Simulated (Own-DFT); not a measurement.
# How strain changes the stress of wurtzite GaN, 96 atoms (Ga48N48)

These are calculations, not measurements. They come from Own-DFT, an in-house plane-wave density functional program, since retired, whose code no person has reviewed. Each row is one single-point run on a periodic cell that was not relaxed, without spin or spin-orbit coupling.

Settings of every run: PBE; PseudoDojo norm-conserving scalar-relativistic files (stringent for Ga); cutoff 96 hartree; 3 x 4 x 3 k mesh centred on Gamma; Gaussian smearing of 0.01 eV.

Known limits: forces on such cells passed a denser k mesh, each cell not checked; stress not checked against mesh or cutoff.

Unstrained cell vectors in Å: (12.756, 0.000, 0.000); (-4.783, 8.285, 0.000); (0.000, 0.000, 10.370). The unstrained cell has measured lattice constants (interpolated for alloys), not those of this functional. That, the random moves and any unrelaxed bonds set the pressure at no strain. Each run strains this cell uniformly, with the atoms carried along. Every atom was also moved at random, by a Gaussian of width 0.05 Å on each axis. Strain is the symmetric tensor, in per cent. Stress is positive in tension, and the pressure is minus a third of its trace.

```
run,e_xx (%),e_yy (%),e_zz (%),e_yz (%),e_xz (%),e_xy (%),s_xx (GPa),s_yy (GPa),s_zz (GPa),s_yz (GPa),s_xz (GPa),s_xy (GPa),P (GPa),E (meV/atom)
1,-1.79,-0.75,0.89,-0.53,-1.31,-0.60,-16.79,-11.24,-4.34,-0.80,-4.14,-1.19,10.79,27.9
2,-0.36,-0.71,1.40,0.64,-1.83,1.28,-10.08,-9.95,-0.74,1.54,-3.16,4.70,6.92,27.9
3,1.84,-1.16,-1.60,1.80,-0.58,-0.57,-1.37,-13.15,-14.59,4.07,-0.77,-1.96,9.70,47.0
4,-1.96,1.53,0.27,1.44,0.05,0.47,-13.47,-2.12,-6.45,2.95,0.18,2.90,7.35,12.9
5,-0.72,-1.32,0.14,1.17,1.65,-1.51,-11.66,-14.74,-7.74,2.71,3.02,-6.53,11.38,37.2
6,1.46,1.16,-0.14,0.48,0.20,0.14,-0.14,-1.38,-5.75,0.83,-0.53,-0.21,2.42,3.8
7,-0.46,0.40,1.77,0.04,0.03,-1.43,-8.36,-4.68,-0.52,0.33,-1.06,-4.96,4.52,27.9
8,-1.92,-1.20,1.27,0.27,-0.41,-1.57,-16.44,-13.19,-4.31,0.85,-0.44,-4.52,11.31,37.6
9,-1.66,-1.07,-1.77,-1.60,1.18,-0.10,-16.71,-15.61,-18.98,-4.41,1.18,-0.18,17.10,61.5
10,1.43,1.37,1.85,0.77,0.19,1.02,2.02,1.27,1.23,1.57,0.17,1.87,-1.51,0.0
11,1.21,-1.94,1.48,-0.36,-1.70,-1.39,-3.17,-11.96,-2.27,-0.77,-3.21,-4.63,5.80,21.9
12,-1.26,1.81,-1.10,0.31,-0.72,-0.55,-10.86,-2.74,-11.88,1.17,-1.63,-2.70,8.49,27.6
13,-1.11,0.85,-1.19,-1.26,0.82,-1.13,-11.99,-6.81,-11.69,-2.39,0.93,-4.55,10.16,30.3
14,-0.32,0.47,-1.97,0.48,0.76,1.62,-10.99,-6.84,-16.69,1.39,2.50,6.49,11.51,44.2
15,-0.93,1.10,1.14,1.38,-1.06,-1.09,-8.10,-3.60,-3.06,3.14,-2.16,-2.34,4.92,28.1
16,0.39,1.91,0.60,0.63,-0.37,-0.80,?,?,?,?,?,?,?,?
```

E is the free energy for each atom above the lowest run shown.

## Worked fit

Each stress component was fitted by least squares to a constant and the strains of the runs shown, as fractions, with shears doubled. Shear strains stay in the fit of a normal stress only where such slopes are resolved. The slopes, in GPa:

| stress | at no strain | per e_xx | per e_yy | per e_zz | scatter |
|---|---|---|---|---|---|
| s_xx | -7.4 | 439 ± 18 | 130 ± 19 | 66 ± 17 | 0.87 |
| s_yy | -7.7 | 97 ± 15 | 418 ± 16 | 103 ± 15 | 0.74 |
| s_zz | -7.7 | 54 ± 21 | 72 ± 22 | 444 ± 20 | 1.03 |

Each shear stress against twice its own strain: yz 113 ± 6, xz 93 ± 10, xy 179 ± 12 GPa. These are stiffnesses along x, y and z of the frame in which the cell vectors are given, which need not be the crystal's axes. The atoms are held to the strained lattice; where symmetry lets them move under strain, relaxing them would lower some slopes. The table should be nearly symmetric about its diagonal, and what it lacks of that shows the noise. A ninth of its sum, 203 ± 4 GPa, estimates the bulk modulus near the mean pressure of these runs, 8.1 GPa, so it lies above the value at zero pressure.

## Withheld run

Question: what normal stresses and pressure should run 16 give?

The fit gives s_xx = -2.9, s_yy = 1.3, s_zz = -3.4 and P = 1.7 GPa. The calculation gave -2.13, 0.21, -3.21 and P = 1.71 GPa.
